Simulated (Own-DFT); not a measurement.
Simulation results for AlN (wurtzite, strained, atoms displaced)

All values are calculated (Own-DFT development build). A calculation, not a measurement: plane-wave PBE density functional theory by an unreviewed code, no spin, of a simulated periodic cell, stress positive in tension, free energy of the whole cell less one offset for each atom, forces on such cells passed a denser k mesh, this cell's mesh not checked; offsets are fitted by least squares, one for each functional and potential file, so energies compare only between cells with the same atoms and settings and are not formation energies; the far tail of each file's local potential was reset to the Coulomb form; each entry is a single point on an unrelaxed cell, so the pressure reflects the starting lattice, mostly measured values (interpolated for alloys), from which strain is counted, and rises with the displacements; printed positions are rounded, which can move forces by about a meV/angstrom; the program, named Own-DFT, is a retired in-house code; no spin-orbit coupling.

```json
{"formula": "AlN", "kind": "wurtzite, strained, atoms displaced", "structure": {"cell_angstrom": [[12.4635, -0.0537, -0.0153], [-6.2782, 10.768, -0.0873], [-0.0122, -0.0877, 9.8219]], "atoms_fractional": [["Al", 0.08559, 0.17486, 0.99764], ["Al", 0.16684, 0.08792, 0.24987], ["N", 0.08379, 0.16716, 0.18871], ["N", 0.17128, 0.08273, 0.44646], ["Al", 0.08391, 0.16615, 0.50222], ["Al", 0.16772, 0.08039, 0.74649], ["N", 0.08023, 0.16827, 0.68097], ["N", 0.16818, 0.08517, 0.94011], ["Al", 0.08256, 0.4197, 0.00569], ["Al", 0.16892, 0.33836, 0.24949], ["N", 0.09382, 0.42047, 0.19393], ["N", 0.17046, 0.34152, 0.43482], ["Al", 0.09, 0.4139, 0.50231], ["Al", 0.15393, 0.33132, 0.74728], ["N", 0.0809, 0.41665, 0.70114], ["N", 0.16673, 0.33379, 0.94348], ["Al", 0.08059, 0.66603, 0.0072], ["Al", 0.16315, 0.57895, 0.24093], ["N", 0.08519, 0.66415, 0.18203], ["N", 0.16695, 0.58286, 0.43345], ["Al", 0.08363, 0.66697, 0.50711], ["Al", 0.16858, 0.578, 0.75549], ["N", 0.07943, 0.66291, 0.68973], ["N", 0.17816, 0.58684, 0.94925], ["Al", 0.08141, 0.91624, 0.00991], ["Al", 0.16465, 0.83045, 0.24492], ["N", 0.08712, 0.92421, 0.18989], ["N", 0.1702, 0.83291, 0.44174], ["Al", 0.07835, 0.91872, 0.50132], ["Al", 0.16365, 0.83006, 0.75176], ["N", 0.09238, 0.91366, 0.68249], ["N", 0.16753, 0.83803, 0.94029], ["Al", 0.33294, 0.16567, 0.00282], ["Al", 0.42308, 0.08724, 0.25466], ["N", 0.33083, 0.16088, 0.18401], ["N", 0.41748, 0.09041, 0.44191], ["Al", 0.33155, 0.16889, 0.49784], ["Al", 0.40778, 0.08054, 0.7477], ["N", 0.32941, 0.168, 0.69373], ["N", 0.41662, 0.08277, 0.94136], ["Al", 0.32515, 0.4101, 0.99104], ["Al", 0.41277, 0.32281, 0.25054], ["N", 0.33345, 0.41681, 0.20293], ["N", 0.41466, 0.33158, 0.43808], ["Al", 0.33997, 0.4189, 0.50045], ["Al", 0.41689, 0.33279, 0.75145], ["N", 0.34208, 0.42097, 0.68848], ["N", 0.42071, 0.33538, 0.94198], ["Al", 0.33436, 0.66133, 0.99721], ["Al", 0.41611, 0.58448, 0.25538], ["N", 0.3327, 0.66279, 0.18882], ["N", 0.41463, 0.57732, 0.44431], ["Al", 0.33337, 0.66849, 0.49415], ["Al", 0.41843, 0.57789, 0.75058], ["N", 0.33304, 0.66549, 0.68006], ["N", 0.41651, 0.58923, 0.93809], ["Al", 0.33532, 0.91527, 0.00043], ["Al", 0.41152, 0.82395, 0.25344], ["N", 0.32949, 0.91794, 0.19059], ["N", 0.41603, 0.83668, 0.43666], ["Al", 0.33578, 0.91571, 0.50188], ["Al", 0.41611, 0.82861, 0.75345], ["N", 0.32812, 0.91512, 0.69073], ["N", 0.41626, 0.83004, 0.93769], ["Al", 0.572, 0.16075, 0.99655], ["Al", 0.67363, 0.08885, 0.24812], ["N", 0.58511, 0.16091, 0.19325], ["N", 0.66929, 0.07785, 0.43678], ["Al", 0.57923, 0.17012, 0.50426], ["Al", 0.66312, 0.08138, 0.74775], ["N", 0.58653, 0.16156, 0.69602], ["N", 0.65622, 0.07151, 0.94084], ["Al", 0.5844, 0.4147, 0.00014], ["Al", 0.66926, 0.33802, 0.25453], ["N", 0.57611, 0.41958, 0.19263], ["N", 0.66778, 0.33607, 0.44005], ["Al", 0.57391, 0.41826, 0.49782], ["Al", 0.6706, 0.34295, 0.75254], ["N", 0.58666, 0.41993, 0.68645], ["N", 0.66472, 0.33192, 0.9487], ["Al", 0.58037, 0.66833, 0.9997], ["Al", 0.67573, 0.5842, 0.24771], ["N", 0.57683, 0.66302, 0.19843], ["N", 0.67234, 0.58343, 0.44714], ["Al", 0.58233, 0.65935, 0.49778], ["Al", 0.67138, 0.58287, 0.74883], ["N", 0.57942, 0.65967, 0.70041], ["N", 0.65471, 0.5785, 0.94648], ["Al", 0.58608, 0.91959, 0.00223], ["Al", 0.67026, 0.83572, 0.2506], ["N", 0.58223, 0.92205, 0.19152], ["N", 0.65927, 0.83153, 0.44626], ["Al", 0.58036, 0.91826, 0.49449], ["Al", 0.66963, 0.82714, 0.74294], ["N", 0.5852, 0.91503, 0.69178], ["N", 0.67604, 0.84297, 0.93817], ["Al", 0.83218, 0.16397, 0.00061], ["Al", 0.90822, 0.07522, 0.24228], ["N", 0.82922, 0.16289, 0.19456], ["N", 0.91524, 0.08114, 0.43724], ["Al", 0.83114, 0.1667, 0.50408], ["Al", 0.91396, 0.08503, 0.7435], ["N", 0.83784, 0.17328, 0.69319], ["N", 0.91705, 0.08626, 0.94205], ["Al", 0.83112, 0.42001, 0.00128], ["Al", 0.91517, 0.33465, 0.24666], ["N", 0.8395, 0.41949, 0.19087], ["N", 0.91169, 0.33445, 0.43366], ["Al", 0.83526, 0.42329, 0.50407], ["Al", 0.91864, 0.33736, 0.74113], ["N", 0.83515, 0.4242, 0.69688], ["N", 0.91737, 0.33581, 0.95039], ["Al", 0.83011, 0.66712, 0.99567], ["Al", 0.91457, 0.57779, 0.24036], ["N", 0.83448, 0.66226, 0.19043], ["N", 0.92091, 0.58364, 0.43249], ["Al", 0.83468, 0.6616, 0.49629], ["Al", 0.91566, 0.58701, 0.75464], ["N", 0.83353, 0.66952, 0.68832], ["N", 0.91074, 0.58624, 0.94413], ["Al", 0.83685, 0.91873, 0.99416], ["Al", 0.91301, 0.82937, 0.24579], ["N", 0.84397, 0.91535, 0.19539], ["N", 0.92663, 0.83791, 0.44966], ["Al", 0.8391, 0.9194, 0.50445], ["Al", 0.91877, 0.83226, 0.75014], ["N", 0.83691, 0.91232, 0.6821], ["N", 0.91299, 0.82717, 0.94624]]}, "settings": {"functional": "PBE", "potential_files": "PseudoDojo norm-conserving, scalar-relativistic, standard set", "wave_cutoff [hartree]": 42.0, "occupations": "Fermi-Dirac", "smearing_width [eV]": 0.1, "hardware": "one NVIDIA H100", "k_mesh": "2 x 2 x 2 centred on Gamma"}, "results": {"free_energy_of_cell_above_offsets [eV]": "-52.988", "pressure [GPa]": 9.04, "stress_xx [GPa]": -6.93, "stress_yy [GPa]": -8.54, "stress_zz [GPa]": -11.63, "stress_yz [GPa]": -2.59, "stress_xz [GPa]": -0.73, "stress_xy [GPa]": -1.71, "force_element": ["Al", "Al", "N", "N", "Al", "Al", "N", "N", "Al", "Al", "N", "N", "Al", "Al", "N", "N", "Al", "Al", "N", "N", "Al", "Al", "N", "N", "Al", "Al", "N", "N", "Al", "Al", "N", "N", "Al", "Al", "N", "N", "Al", "Al", "N", "N", "Al", "Al", "N", "N", "Al", "Al", "N", "N", "Al", "Al", "N", "N", "Al", "Al", "N", "N", "Al", "Al", "N", "N", "Al", "Al", "N", "N", "Al", "Al", "N", "N", "Al", "Al", "N", "N", "Al", "Al", "N", "N", "Al", "Al", "N", "N", "Al", "Al", "N", "N", "Al", "Al", "N", "N", "Al", "Al", "N", "N", "Al", "Al", "N", "N", "Al", "Al", "N", "N", "Al", "Al", "N", "N", "Al", "Al", "N", "N", "Al", "Al", "N", "N", "Al", "Al", "N", "N", "Al", "Al", "N", "N", "Al", "Al", "N", "N", "Al", "Al", "N", "N"], "force_x [eV/angstrom]": [0.744, 0.168, -0.752, -1.899, -0.141, -1.049, 0.419, -1.007, 0.724, 0.853, -2.528, 1.252, -2.485, 3.178, 0.189, -1.822, 0.742, 0.65, -0.96, -0.392, 0.78, -0.388, 0.593, -3.646, 0.494, -0.008, -0.312, -1.03, 4.287, 0.861, -2.447, -0.248, 0.068, -0.639, 0.398, 0.182, 0.88, 1.326, 1.071, -1.864, 2.469, -1.126, 0.636, -0.272, -1.466, 0.204, -1.451, -0.969, 0.439, -0.053, -0.059, 0.018, 0.115, -1.455, 0.035, 1.174, -0.18, -0.375, 1.32, 0.345, -1.306, -0.09, 1.271, -0.036, 2.959, -1.645, -1.043, -1.476, 1.854, 1.322, -2.565, 0.523, -1.1, -0.271, 2.252, -0.599, 2.623, 0.034, -0.401, 0.153, 0.102, -2.867, 1.963, -1.002, -0.633, -1.481, 1.505, 2.075, -0.29, -0.913, 1.068, 1.948, 0.698, -1.215, -0.065, -0.717, -1.398, 1.272, 1.801, 0.031, 0.429, 0.558, -0.632, 0.512, 0.771, 1.47, -1.415, 1.015, 0.234, -1.498, 0.434, -0.447, -1.161, 0.963, 0.128, -0.619, 0.805, 0.382, 0.766, 1.304, 0.311, 2.498, -2.927, -3.498, -0.936, 0.728, -0.334, 0.223], "force_y [eV/angstrom]": [-2.072, -0.351, 0.309, 0.485, 0.491, -0.021, -0.478, -0.337, -0.185, -1.21, -1.742, -2.051, 1.508, -0.21, 0.169, 0.336, 0.848, 1.829, -0.182, -0.263, 0.245, 2.385, -0.474, -1.482, 0.721, 0.874, -1.885, -0.133, 0.377, -0.046, 0.526, -1.226, 0.075, -1.273, 0.362, -0.893, -0.172, 0.258, 0.294, -0.721, 2.122, 1.834, -0.63, -0.35, -0.852, 0.458, -2.266, -0.803, 2.572, -0.992, -0.016, 1.688, -0.467, 1.683, -0.729, -2.15, -0.044, 2.089, -0.346, -0.786, 0.526, 0.745, -0.3, -0.033, 0.749, -1.644, 2.068, 1.638, -0.175, -0.834, 1.998, 3.628, 0.397, -0.865, -0.917, 0.185, -0.211, -2.035, -0.971, 0.002, 0.533, -0.344, 1.264, -0.216, 1.495, 0.272, 0.528, 0.845, -2.045, -0.322, -1.466, -0.38, -0.484, 1.078, -0.409, -1.726, 0.303, 2.294, 1.231, 0.585, 0.116, -0.677, -0.993, -0.231, -0.808, -0.403, -1.411, -0.058, -0.67, -0.049, -0.864, -0.137, -0.939, 1.985, 0.78, 0.089, 1.565, 0.634, -0.733, -0.485, 0.082, 0.315, -0.684, -2.553, -0.778, 0.739, 0.842, 1.636], "force_z [eV/angstrom]": [0.549, 0.25, 0.372, -1.053, -3.088, 0.498, 2.805, -0.238, -0.459, -0.189, -0.978, 2.075, -0.982, 0.679, -1.976, -1.615, -3.734, 1.447, 2.683, 1.068, -2.414, -0.352, 2.044, -1.356, -2.396, 1.227, 1.73, -0.46, -0.801, -0.293, 2.252, 0.779, -1.771, -1.01, 2.208, 0.737, 0.974, 0.314, -0.801, -0.753, 2.116, -0.98, -2.128, 0.557, -0.615, 0.01, 0.655, -0.092, 1.269, -0.449, 0.434, -0.036, -0.242, -0.337, 1.924, 0.076, -0.089, -1.85, 0.322, 1.011, -0.578, -1.398, 0.46, 1.331, 0.923, 0.773, -0.502, 1.053, -0.452, 0.892, -0.593, -0.474, 0.843, -1.345, 0.253, 1.257, -0.197, -0.013, 0.757, -1.03, 0.509, 0.577, -0.903, -1.308, 0.541, 0.616, -1.596, -0.869, -0.098, 0.259, 0.367, -0.415, 1.024, 0.318, -0.58, 0.285, -0.247, 1.31, -1.403, 0.603, -1.684, 0.622, -0.017, -0.824, -0.288, -0.006, -0.552, 2.347, -0.99, 2.237, -0.48, -1.195, 0.854, 1.356, -0.426, 0.79, 0.233, -0.442, 0.603, -0.064, 0.9, 1.607, -1.648, -2.32, -2.877, -0.301, 3.209, -1.119], "wall_time [s]": 415.3}}
```
